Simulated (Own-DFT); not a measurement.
Simulation results for SiC (4H silicon carbide, atoms displaced)

A calculation, not a measurement: plane-wave PBE density functional theory by an unreviewed code, no spin, of a simulated periodic cell, stress positive in tension, free energy of the whole cell less one offset for each atom, forces on such cells passed a denser k mesh, this cell's mesh not checked; offsets are fitted by least squares, one for each functional and potential file, so energies compare only between cells with the same atoms and settings and are not formation energies; the far tail of each file's local potential was reset to the Coulomb form; each entry is a single point on an unrelaxed cell, so the pressure reflects the starting lattice, mostly measured values (interpolated for alloys), from which strain is counted, and rises with the displacements; printed positions are rounded, which can move forces by about a meV/angstrom; the program, named Own-DFT, is a retired in-house code; no spin-orbit coupling. Program: Own-DFT development build.

Common to all runs: functional PBE; potential files PseudoDojo norm-conserving, scalar-relativistic, standard set; wave cutoff 42 hartree; occupations Fermi-Dirac; smearing width 0.1 eV; hardware one NVIDIA H100; k mesh 4 x 4 x 3 centred on Gamma.

(1) 
```cif
# cell vector a (Å): 9.2481 0.0000 0.0000
# cell vector b (Å): -4.6241 8.0091 0.0000
# cell vector c (Å): 0.0000 0.0000 10.0681
data_SiC
_symmetry_space_group_name_H-M 'P 1'
_symmetry_Int_Tables_number 1
_cell_length_a 9.2481
_cell_length_b 9.2481
_cell_length_c 10.0681
_cell_angle_alpha 90.000
_cell_angle_beta 90.000
_cell_angle_gamma 120.000
_cell_volume 745.73
loop_
_atom_site_label
_atom_site_type_symbol
_atom_site_fract_x
_atom_site_fract_y
_atom_site_fract_z
_atom_site_occupancy
Si1 Si 0.00507 0.99283 0.41164 1
Si2 Si 0.11179 0.21703 0.16231 1
C1 C 0.99576 0.99102 0.09541 1
C2 C 0.10081 0.20382 0.34049 1
Si3 Si 0.00811 0.32558 0.40696 1
Si4 Si 0.08914 0.54131 0.14814 1
C3 C 0.00480 0.33924 0.09566 1
C4 C 0.11568 0.55908 0.33959 1
Si5 Si 0.99404 0.66014 0.41222 1
Si6 Si 0.11531 0.89646 0.14683 1
C5 C 0.01096 0.68378 0.10719 1
C6 C 0.11285 0.87603 0.33557 1
Si7 Si 0.31525 0.99582 0.39741 1
Si8 Si 0.45322 0.21285 0.15097 1
C7 C 0.34106 0.99873 0.09472 1
C8 C 0.44871 0.22087 0.34448 1
Si9 Si 0.33953 0.33894 0.42277 1
Si10 Si 0.44952 0.54989 0.15901 1
C9 C 0.32925 0.34112 0.09263 1
C10 C 0.45042 0.56100 0.33492 1
Si11 Si 0.33515 0.66664 0.40493 1
Si12 Si 0.43912 0.89131 0.15609 1
C11 C 0.32760 0.66758 0.09338 1
C12 C 0.45240 0.89659 0.34901 1
Si13 Si 0.66542 0.00541 0.41832 1
Si14 Si 0.76284 0.20950 0.15823 1
C13 C 0.66869 0.00147 0.09526 1
C14 C 0.77301 0.21163 0.34023 1
Si15 Si 0.66497 0.34170 0.40372 1
Si16 Si 0.78437 0.55423 0.15375 1
C15 C 0.66620 0.33001 0.09584 1
C16 C 0.77535 0.54769 0.34784 1
Si17 Si 0.66093 0.65489 0.40642 1
Si18 Si 0.78573 0.88439 0.15219 1
C17 C 0.67594 0.67363 0.09562 1
C18 C 0.77769 0.91239 0.34748 1
Si19 Si 0.99937 0.00267 0.90215 1
Si20 Si 0.88706 0.77392 0.65742 1
C19 C 0.00984 0.00353 0.59160 1
C20 C 0.87609 0.78032 0.85525 1
Si21 Si 0.00561 0.67035 0.90566 1
Si22 Si 0.89709 0.44986 0.66089 1
C21 C 0.99277 0.66227 0.60317 1
C22 C 0.88447 0.44155 0.84778 1
Si23 Si 0.00307 0.33569 0.90986 1
Si24 Si 0.89918 0.10964 0.65352 1
C23 C 0.00337 0.33953 0.57791 1
C24 C 0.88776 0.12018 0.84616 1
Si25 Si 0.66588 0.99689 0.90165 1
Si26 Si 0.55831 0.77468 0.65608 1
C25 C 0.66176 0.99876 0.59549 1
C26 C 0.56169 0.78230 0.84248 1
Si27 Si 0.65754 0.66467 0.89330 1
Si28 Si 0.56692 0.45186 0.64828 1
C27 C 0.65462 0.66508 0.60149 1
C28 C 0.55216 0.43414 0.84400 1
Si29 Si 0.67608 0.33727 0.90201 1
Si30 Si 0.55538 0.10348 0.65925 1
C29 C 0.65814 0.33748 0.59859 1
C30 C 0.55341 0.11376 0.85139 1
Si31 Si 0.33583 0.99186 0.91631 1
Si32 Si 0.21453 0.77271 0.65366 1
C31 C 0.32543 0.99145 0.59301 1
C32 C 0.21634 0.78321 0.83967 1
Si33 Si 0.32140 0.67034 0.90658 1
Si34 Si 0.22687 0.44207 0.65310 1
C33 C 0.32839 0.67037 0.59779 1
C34 C 0.22013 0.45398 0.84474 1
Si35 Si 0.33590 0.32459 0.89971 1
Si36 Si 0.21527 0.10773 0.65230 1
C35 C 0.33520 0.33618 0.59172 1
C36 C 0.22492 0.11046 0.84431 1
_calc_free_energy_of_cell_above_offsets '-2.504'  # eV
_calc_pressure 6.19  # GPa
_calc_stress_xx -5.09  # GPa
_calc_stress_yy -7.64  # GPa
_calc_stress_zz -5.84  # GPa
_calc_stress_yz -1.08  # GPa
_calc_stress_xz 0.82  # GPa
_calc_stress_xy -0.19  # GPa
_calc_wall_time 355.8  # s
```

Force:
```tsv
element	x (eV/Å)	y (eV/Å)	z (eV/Å)
Si	-1.688	-0.451	-2.652
Si	-0.448	0.741	-1.755
C	0.891	2.742	-1.594
C	1.868	2.1	2.247
Si	-2.258	0.675	-4.003
Si	2.926	4.406	2.767
C	-0.937	-4.143	-0.758
C	-0.497	-1.61	0.841
Si	1.522	-0.326	-1.207
Si	0.628	0.261	2.205
C	-0.54	-3.744	-3.553
C	-3.2	0.217	0.771
Si	4.669	0.892	2.193
Si	-3.202	2.506	1.568
C	-2.401	0.291	-0.236
C	-1.774	0.064	-0.276
Si	-0.271	-0.962	-6.774
Si	-1.229	1.934	-2.461
C	2.051	-2.719	-0.679
C	-0.622	-1.43	3.638
Si	-0.506	1.222	-0.498
Si	3.507	-2.11	1.708
C	0.199	-0.313	-0.005
C	-1.854	-1.075	-0.698
Si	-0.713	0.076	-2.476
Si	2.198	1.566	0.111
C	0.082	-1.926	-1.66
C	-0.339	2.716	1.736
Si	2.062	-3.967	1.308
Si	-1.382	0.773	0.517
C	0.988	1.134	-1.374
C	-0.211	2.565	-1.007
Si	-0.378	3.133	-0.363
Si	-3.184	1.326	2.299
C	-0.451	-2.758	-1.038
C	3.676	-3.928	-0.149
Si	-0.264	0.436	1.171
Si	-1.109	0.91	1.306
C	-1.719	-2.067	0.695
C	2.87	-0.234	-2.743
Si	-2.356	-0.199	1.282
Si	-1.133	-2.406	-0.833
C	0.176	0.761	-1.604
C	2.261	1.761	-0.598
Si	-0.084	0.19	0.109
Si	-2.524	1.215	0.234
C	0.544	-0.981	4.922
C	1.48	-0.965	-1.148
Si	-0.364	1.122	1.773
Si	-3.489	1.569	0.718
C	2.19	-0.061	1.528
C	-2.281	-0.718	-0.547
Si	0.523	-1.336	3.268
Si	-2.642	-1.536	3.108
C	3.34	0.27	-2.482
C	0.293	1.822	-1.052
Si	-2.392	-1.419	1.584
Si	-2.432	1.293	0.192
C	3.895	-1.541	-1.468
C	0.969	-0.987	-1.242
Si	-1.002	1.795	-2.711
Si	0.347	1.345	0.262
C	-0.266	1.048	-0.476
C	0.895	-0.419	0.535
Si	2.272	0.042	0.46
Si	-2.046	1.416	0.856
C	1.884	-1.192	-0.983
C	1.314	-1.711	-1.156
Si	-1.98	1.938	1.878
Si	3.533	0.755	1.536
C	0.608	-0.439	3.227
C	-0.492	-1.351	-0.297
```

(2) 
```cif
# cell vector a (Å): 9.2481 0.0000 0.0000
# cell vector b (Å): -4.6241 8.0091 0.0000
# cell vector c (Å): 0.0000 0.0000 10.0681
data_SiC
_symmetry_space_group_name_H-M 'P 1'
_symmetry_Int_Tables_number 1
_cell_length_a 9.2481
_cell_length_b 9.2481
_cell_length_c 10.0681
_cell_angle_alpha 90.000
_cell_angle_beta 90.000
_cell_angle_gamma 120.000
_cell_volume 745.73
loop_
_atom_site_label
_atom_site_type_symbol
_atom_site_fract_x
_atom_site_fract_y
_atom_site_fract_z
_atom_site_occupancy
Si1 Si 0.98840 0.98600 0.40459 1
Si2 Si 0.10593 0.22521 0.15112 1
C1 C 0.01265 0.00626 0.08757 1
C2 C 0.11628 0.22707 0.33994 1
Si3 Si 0.99199 0.33536 0.40506 1
Si4 Si 0.11490 0.55763 0.15287 1
C3 C 0.01180 0.32493 0.08389 1
C4 C 0.10998 0.56463 0.35445 1
Si5 Si 0.00024 0.66976 0.39997 1
Si6 Si 0.12515 0.89674 0.15761 1
C5 C 0.99908 0.66657 0.09581 1
C6 C 0.12007 0.88402 0.35590 1
Si7 Si 0.33515 0.00614 0.41174 1
Si8 Si 0.43715 0.22517 0.15739 1
C7 C 0.34003 0.00668 0.08029 1
C8 C 0.44555 0.22454 0.35136 1
Si9 Si 0.32415 0.34333 0.39488 1
Si10 Si 0.44592 0.55581 0.15681 1
C9 C 0.33464 0.33100 0.08395 1
C10 C 0.44480 0.55357 0.35432 1
Si11 Si 0.32629 0.67235 0.40410 1
Si12 Si 0.44837 0.88873 0.15884 1
C11 C 0.34247 0.64930 0.09489 1
C12 C 0.43068 0.88328 0.34581 1
Si13 Si 0.67604 0.00573 0.40403 1
Si14 Si 0.78308 0.22096 0.16202 1
C13 C 0.66760 0.00928 0.09037 1
C14 C 0.78982 0.23141 0.34605 1
Si15 Si 0.66882 0.33169 0.40446 1
Si16 Si 0.77708 0.55593 0.15984 1
C15 C 0.66307 0.33935 0.10030 1
C16 C 0.75943 0.53404 0.34221 1
Si17 Si 0.67100 0.66574 0.41302 1
Si18 Si 0.77715 0.88904 0.17023 1
C17 C 0.66659 0.66669 0.08907 1
C18 C 0.76697 0.88322 0.33540 1
Si19 Si 0.00539 0.01286 0.90570 1
Si20 Si 0.88158 0.76590 0.65135 1
C19 C 0.00554 0.98959 0.58818 1
C20 C 0.89788 0.79543 0.85585 1
Si21 Si 0.99556 0.65148 0.90445 1
Si22 Si 0.88947 0.44436 0.65538 1
C21 C 0.00091 0.67111 0.57985 1
C22 C 0.89347 0.43991 0.84729 1
Si23 Si 0.99645 0.32218 0.90616 1
Si24 Si 0.88521 0.12011 0.65505 1
C23 C 0.01174 0.34194 0.58205 1
C24 C 0.89217 0.11646 0.84775 1
Si25 Si 0.67384 0.00583 0.89650 1
Si26 Si 0.55891 0.78742 0.65912 1
C25 C 0.66922 0.99255 0.59857 1
C26 C 0.55229 0.78010 0.84607 1
Si27 Si 0.66109 0.65582 0.90890 1
Si28 Si 0.56303 0.44966 0.64910 1
C27 C 0.66063 0.65789 0.59744 1
C28 C 0.55123 0.44461 0.85382 1
Si29 Si 0.67661 0.32589 0.90372 1
Si30 Si 0.55600 0.11792 0.65244 1
C29 C 0.67826 0.33296 0.59908 1
C30 C 0.54980 0.10667 0.84189 1
Si31 Si 0.33121 0.00760 0.91769 1
Si32 Si 0.22510 0.78636 0.66691 1
C31 C 0.33653 0.99974 0.59764 1
C32 C 0.22024 0.76509 0.83951 1
Si33 Si 0.33900 0.65975 0.89329 1
Si34 Si 0.22360 0.44186 0.65321 1
C33 C 0.34429 0.69131 0.58812 1
C34 C 0.22012 0.44614 0.84307 1
Si35 Si 0.35142 0.33989 0.90142 1
Si36 Si 0.22608 0.11890 0.65730 1
C35 C 0.32247 0.31609 0.59373 1
C36 C 0.20722 0.10592 0.83918 1
_calc_free_energy_of_cell_above_offsets '-0.667'  # eV
_calc_pressure 7.21  # GPa
_calc_stress_xx -5.08  # GPa
_calc_stress_yy -8.56  # GPa
_calc_stress_zz -7.99  # GPa
_calc_stress_yz 1.31  # GPa
_calc_stress_xz -0.75  # GPa
_calc_stress_xy -1.54  # GPa
_calc_wall_time 360.3  # s
```

Force:
```tsv
element	x (eV/Å)	y (eV/Å)	z (eV/Å)
Si	1.71	2.26	0.055
Si	4.409	-1.653	1.142
C	-1.286	-0.668	2.578
C	-2.903	-1.682	-0.64
Si	4.04	1.795	-0.414
Si	0.683	-0.591	0.554
C	-5.013	2.585	1.507
C	0.664	-2.392	-2.974
Si	-0.953	-1.543	0.574
Si	-1.094	-0.77	-0.371
C	0.942	0.029	-0.055
C	-2.608	1.668	-3.25
Si	0.409	-0.302	0.595
Si	1.685	-0.05	0.15
C	0.402	-0.887	7.318
C	-0.775	-0.154	-1.268
Si	2.884	-2.529	3.089
Si	3.051	-1.999	1.127
C	-0.831	0.568	1.895
C	-0.754	2.73	-1.85
Si	1.804	-0.908	1.349
Si	-0.258	-0.41	-1.359
C	-4.853	3.739	-1.606
C	1.968	2.849	-1.007
Si	-2.03	-1.014	0.958
Si	-0.894	1.184	-2.071
C	1.093	-1.244	0.859
C	-2.251	-2.524	-0.511
Si	-0.645	-1.627	1.257
Si	-0.463	0.164	-1.188
C	1.942	-1.376	-1.183
C	0.96	4.998	0.375
Si	-1.298	-1.447	-1.147
Si	0.519	0.132	-8.257
C	0.154	0.512	2.597
C	1.322	-0.193	5.634
Si	-0.523	-1.799	0.729
Si	0.971	2.156	1.937
C	-2.51	0.89	0.723
C	-0.089	-4.298	-2.42
Si	-0.513	3.768	0.921
Si	2.144	1.609	-0.345
C	0.18	-1.151	3.369
C	-0.436	-0.853	-1.387
Si	0.969	3.006	-0.383
Si	3.03	-0.729	-0.288
C	-1.755	-1.153	2.692
C	-0.458	-1.189	-2.26
Si	-1.513	-1.189	2.106
Si	-0.09	-2.826	0.182
C	-0.83	3.315	-1.953
C	2.352	0.209	-0.824
Si	0.566	3.621	-0.354
Si	-1.271	-3.395	1.97
C	-0.326	2.608	-0.784
C	5.102	0.506	-3.845
Si	-2.684	0.44	1.722
Si	0.479	-2.02	1.159
C	-2.013	0.363	-1.737
C	0.436	0.72	-0.13
Si	-0.15	-1.557	-7.424
Si	-0.127	-0.83	-3.505
C	-0.602	1.413	-0.06
C	-0.824	1.149	3.323
Si	-1.911	0.632	2.526
Si	0.523	1.529	0.091
C	0.203	-2.629	1.162
C	1.213	-1.85	-0.984
Si	-5.557	-2.967	0.796
Si	0.114	-4.288	-0.051
C	0.603	5.269	-1.738
C	3.567	2.27	0.596
```

(3) 
```cif
# cell vector a (Å): 9.2481 0.0000 0.0000
# cell vector b (Å): -4.6241 8.0091 0.0000
# cell vector c (Å): 0.0000 0.0000 10.0681
data_SiC
_symmetry_space_group_name_H-M 'P 1'
_symmetry_Int_Tables_number 1
_cell_length_a 9.2481
_cell_length_b 9.2481
_cell_length_c 10.0681
_cell_angle_alpha 90.000
_cell_angle_beta 90.000
_cell_angle_gamma 120.000
_cell_volume 745.73
loop_
_atom_site_label
_atom_site_type_symbol
_atom_site_fract_x
_atom_site_fract_y
_atom_site_fract_z
_atom_site_occupancy
Si1 Si 0.99570 0.98446 0.40718 1
Si2 Si 0.09576 0.21669 0.14661 1
C1 C 0.99958 0.98868 0.09437 1
C2 C 0.11062 0.22533 0.34731 1
Si3 Si 0.01897 0.33358 0.39878 1
Si4 Si 0.10438 0.54540 0.15093 1
C3 C 0.99808 0.34521 0.09894 1
C4 C 0.11136 0.55822 0.33867 1
Si5 Si 0.00636 0.66846 0.40583 1
Si6 Si 0.11906 0.89285 0.15638 1
C5 C 0.00049 0.66202 0.08711 1
C6 C 0.10902 0.89363 0.33932 1
Si7 Si 0.34262 0.01110 0.40589 1
Si8 Si 0.43650 0.21845 0.15521 1
C7 C 0.31755 0.98790 0.08797 1
C8 C 0.43125 0.21483 0.32620 1
Si9 Si 0.33295 0.33529 0.41181 1
Si10 Si 0.43427 0.55799 0.16106 1
C9 C 0.33919 0.32901 0.09795 1
C10 C 0.44573 0.55999 0.33879 1
Si11 Si 0.32587 0.65965 0.41968 1
Si12 Si 0.44457 0.87866 0.15117 1
C11 C 0.33129 0.66102 0.08455 1
C12 C 0.45122 0.89041 0.34341 1
Si13 Si 0.67309 0.99959 0.40419 1
Si14 Si 0.77190 0.22377 0.16496 1
C13 C 0.65964 0.99521 0.08533 1
C14 C 0.77211 0.22170 0.34510 1
Si15 Si 0.66855 0.34250 0.40767 1
Si16 Si 0.77466 0.55017 0.15155 1
C15 C 0.66794 0.34121 0.07874 1
C16 C 0.77613 0.55010 0.34317 1
Si17 Si 0.67492 0.66310 0.41012 1
Si18 Si 0.78193 0.88778 0.16496 1
C17 C 0.65880 0.67085 0.10142 1
C18 C 0.77546 0.89363 0.34205 1
Si19 Si 0.00336 0.00293 0.90973 1
Si20 Si 0.88839 0.78506 0.64715 1
C19 C 0.99679 0.99899 0.60645 1
C20 C 0.88703 0.76125 0.84453 1
Si21 Si 0.98670 0.66288 0.90922 1
Si22 Si 0.89016 0.44291 0.65695 1
C21 C 0.00381 0.66915 0.58605 1
C22 C 0.90046 0.45482 0.84022 1
Si23 Si 0.00989 0.32987 0.90228 1
Si24 Si 0.88689 0.10808 0.66849 1
C23 C 0.00373 0.32307 0.59124 1
C24 C 0.89004 0.11491 0.84586 1
Si25 Si 0.67002 0.99779 0.91067 1
Si26 Si 0.55953 0.77920 0.66145 1
C25 C 0.67737 0.00677 0.58408 1
C26 C 0.55780 0.76895 0.85276 1
Si27 Si 0.65652 0.65192 0.91075 1
Si28 Si 0.55418 0.42161 0.65707 1
C27 C 0.65016 0.65271 0.59121 1
C28 C 0.55559 0.43376 0.84473 1
Si29 Si 0.67362 0.34506 0.91394 1
Si30 Si 0.56581 0.11945 0.65651 1
C29 C 0.67116 0.33372 0.60169 1
C30 C 0.55441 0.10598 0.83871 1
Si31 Si 0.33697 0.00757 0.91117 1
Si32 Si 0.21779 0.77402 0.65476 1
C31 C 0.33115 0.99553 0.58845 1
C32 C 0.21331 0.77378 0.85926 1
Si33 Si 0.33504 0.67529 0.91672 1
Si34 Si 0.23410 0.44871 0.64691 1
C33 C 0.32276 0.66961 0.60166 1
C34 C 0.23097 0.45467 0.83549 1
Si35 Si 0.32836 0.32635 0.90602 1
Si36 Si 0.23103 0.12125 0.64800 1
C35 C 0.33717 0.34174 0.60019 1
C36 C 0.22152 0.11154 0.84354 1
_calc_free_energy_of_cell_above_offsets '-2.295'  # eV
_calc_pressure 6.39  # GPa
_calc_stress_xx -4.8  # GPa
_calc_stress_yy -4.41  # GPa
_calc_stress_zz -9.96  # GPa
_calc_stress_yz -0.13  # GPa
_calc_stress_xz 0.66  # GPa
_calc_stress_xy 2.37  # GPa
_calc_wall_time 350.4  # s
```

Force:
```tsv
element	x (eV/Å)	y (eV/Å)	z (eV/Å)
Si	-1.847	3.171	0.829
Si	2.521	0.678	2.005
C	-1.597	1.63	-0.058
C	3.069	-2.94	-1.759
Si	-5.549	1.063	2.278
Si	0.172	4.802	1.166
C	0.65	-5.402	-2.4
C	0.897	-0.517	0.576
Si	-0.623	-0.19	-1.257
Si	-1.815	-2.606	-0.037
C	-1.056	0.319	2.691
C	2.092	-1.275	0.803
Si	0.097	-2.261	-1.164
Si	1.621	-0.693	-2.944
C	3.635	2.471	1.483
C	1.209	2.063	5.605
Si	0.184	0.206	-2.436
Si	1.951	-1.215	-1.413
C	-3.729	1.147	-1.606
C	-0.074	-0.626	3.267
Si	0.742	1.867	-2.879
Si	-1.451	0.86	1.056
C	-0.909	-0.356	4.435
C	-0.954	-0.694	0.122
Si	-1.87	0.785	-0.223
Si	-0.3	-0.29	-2.485
C	1.301	1.267	3.301
C	0.929	0.719	0.607
Si	0.332	-2.637	-0.249
Si	-0.519	1.712	0.586
C	-0.067	-2.047	6.656
C	0.663	1.508	-0.319
Si	-2.615	0.345	-1.484
Si	-1.127	-0.215	-2.728
C	1.351	-1.308	-0.639
C	2.39	-1.517	1.473
Si	0.075	-2.131	-1.232
Si	0.647	-3.412	2.465
C	0.875	1.275	-2.441
C	-3.992	3.015	-1.223
Si	3.754	0.013	-0.45
Si	1.723	0.903	-0.415
C	-1.128	-0.51	0.959
C	-0.36	-2.546	0.759
Si	-1.697	2.714	0.138
Si	0.309	0.76	-3.164
C	-0.51	1.509	0.054
C	0.491	-1.217	1.593
Si	-0.869	-0.171	-2.205
Si	-0.936	-0.114	-0.334
C	-0.732	-1.025	2.947
C	-0.961	1.561	-1.371
Si	1.206	1.152	0.011
Si	-2.106	4.017	1.625
C	1.682	0.827	0.804
C	-1.432	0.384	-0.284
Si	1.715	-2.082	-5.864
Si	-0.251	-2.86	-0.361
C	0.697	-0.453	-2.825
C	0.53	0.845	1.719
Si	-0.106	-1.772	-2.341
Si	-1.4	1.315	2.581
C	0.4	1.885	0.749
C	0.568	1.495	-2.441
Si	-0.007	-1.12	-5.064
Si	-3.527	0.198	2.758
C	3.199	-0.427	-0.986
C	0.455	-1.192	1.637
Si	0.324	1.661	0.254
Si	-0.761	-2.471	2.032
C	2.312	-1.749	-2.358
C	0.108	-0.099	-0.587
```
